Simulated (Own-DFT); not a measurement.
# How strain changes the stress of hcp Hf, 36 atoms (Hf36)

Calculated results; nothing here was measured. The program, named Own-DFT, is a retired in-house plane-wave density functional code that no person has reviewed. Each row is one single-point run on a periodic cell that was not relaxed, without spin or spin-orbit coupling.

Settings of every run: PBE; PseudoDojo norm-conserving scalar-relativistic files; cutoff 42 hartree; 4 x 4 x 4 k mesh centred on Gamma; cold (Marzari-Vanderbilt) smearing of 0.2 eV.

Known limits: hafnium file: forces about 75 meV/angstrom off all-electron values; forces on such cells passed a denser k mesh, each cell not checked; stress not checked against mesh or cutoff.

Unstrained cell vectors in Å: (9.589, 0.000, 0.000); (-4.795, 8.304, 0.000); (0.000, 0.000, 10.102). The unstrained cell has measured lattice constants (interpolated for alloys), not those of this functional. That, the random moves and any unrelaxed bonds set the pressure at no strain. Each run strains this cell uniformly, with the atoms carried along. Every atom was also moved at random, by a Gaussian of width 0.05 Å on each axis. Strain is the symmetric tensor, in per cent. Stress is positive in tension, and the pressure is minus a third of its trace.

```
run,e_xx (%),e_yy (%),e_zz (%),e_yz (%),e_xz (%),e_xy (%),s_xx (GPa),s_yy (GPa),s_zz (GPa),s_yz (GPa),s_xz (GPa),s_xy (GPa),P (GPa),E (meV/atom)
1,0.55,-0.91,-1.74,0.71,-1.79,-0.29,-1.98,-4.03,-5.82,0.79,-1.90,-0.16,3.94,14.2
2,-1.15,-1.22,0.89,-1.41,0.00,1.14,-3.37,-4.19,-1.49,-1.59,0.06,1.42,3.02,8.9
3,-0.73,-0.11,-1.06,-0.79,1.76,-0.60,-3.59,-2.71,-4.74,-0.70,1.82,-0.76,3.68,11.5
4,1.94,-1.25,-0.23,1.55,-1.96,-1.18,1.42,-2.60,-1.61,1.54,-1.77,-1.73,0.93,10.3
5,-0.95,-1.69,-0.95,-1.74,1.87,-1.22,-5.11,-6.25,-6.09,-1.79,1.80,-1.43,5.81,29.7
6,0.05,1.58,-0.89,1.32,-1.10,-1.94,-0.95,0.88,-2.41,1.26,-1.02,-2.31,0.82,15.3
7,-0.69,1.67,0.98,1.86,-0.67,1.36,-1.05,2.13,0.96,1.87,-0.78,1.81,-0.68,8.4
8,0.13,1.85,-0.95,0.67,0.51,0.16,-0.66,1.53,-2.15,0.58,0.50,0.32,0.43,6.3
9,0.60,0.27,-1.44,0.02,-0.84,0.46,-0.71,-1.66,-4.06,0.20,-0.82,0.80,2.14,8.5
10,1.29,-0.32,-1.53,1.52,-1.53,1.67,-0.06,-2.29,-4.19,1.73,-1.64,1.97,2.18,15.0
11,-0.39,-0.87,0.07,0.13,-0.09,0.86,-2.31,-3.54,-2.40,0.08,-0.06,1.16,2.75,5.1
12,1.61,-0.70,-1.88,-0.19,-0.39,-1.74,-0.69,-2.37,-4.84,-0.25,-0.43,-2.16,2.63,7.3
13,1.27,1.20,0.69,-1.71,-0.27,1.42,2.32,2.18,1.51,-1.71,-0.19,1.64,-2.00,0.0
14,1.26,0.64,-0.92,-0.47,-1.99,-0.67,0.79,0.14,-2.46,-0.47,-2.03,-1.01,0.51,10.2
15,0.49,0.99,-0.65,-1.66,0.27,-1.47,-0.31,0.38,-2.16,-1.54,0.28,-1.66,0.70,15.7
16,0.71,-1.29,0.05,0.72,-0.42,0.08,?,?,?,?,?,?,?,?
```

E is the free energy for each atom above the lowest run shown.

## Worked fit

Each stress component was fitted by least squares to a constant and the strains of the runs shown, as fractions, with shears doubled. Shear strains stay in the fit of a normal stress only where such slopes are resolved. The slopes, in GPa:

```
stress,at no strain,per e_xx,per e_yy,per e_zz,scatter
s_xx,-1.3,187 ± 7,61 ± 6,77 ± 8,0.25
s_yy,-1.5,77 ± 6,195 ± 5,65 ± 7,0.21
s_zz,-1.8,80 ± 5,74 ± 4,214 ± 5,0.17
```

Each shear stress against twice its own strain: yz 50 ± 2, xz 51 ± 2, xy 62 ± 2 GPa. These are stiffnesses along x, y and z of the frame in which the cell vectors are given, which need not be the crystal's axes. The atoms are held to the strained lattice; where symmetry lets them move under strain, relaxing them would lower some slopes. The table should be nearly symmetric about its diagonal, and what it lacks of that shows the noise. A ninth of its sum, 115 ± 2 GPa, estimates the bulk modulus near the mean pressure of these runs, 1.8 GPa, so it lies above the value at zero pressure.

## Withheld run

Question: what normal stresses and pressure should run 16 give?

The fit gives s_xx = -0.7, s_yy = -3.4, s_zz = -2.0 and P = 2.1 GPa. The calculation gave -0.51, -3.55, -1.98 and P = 2.01 GPa.
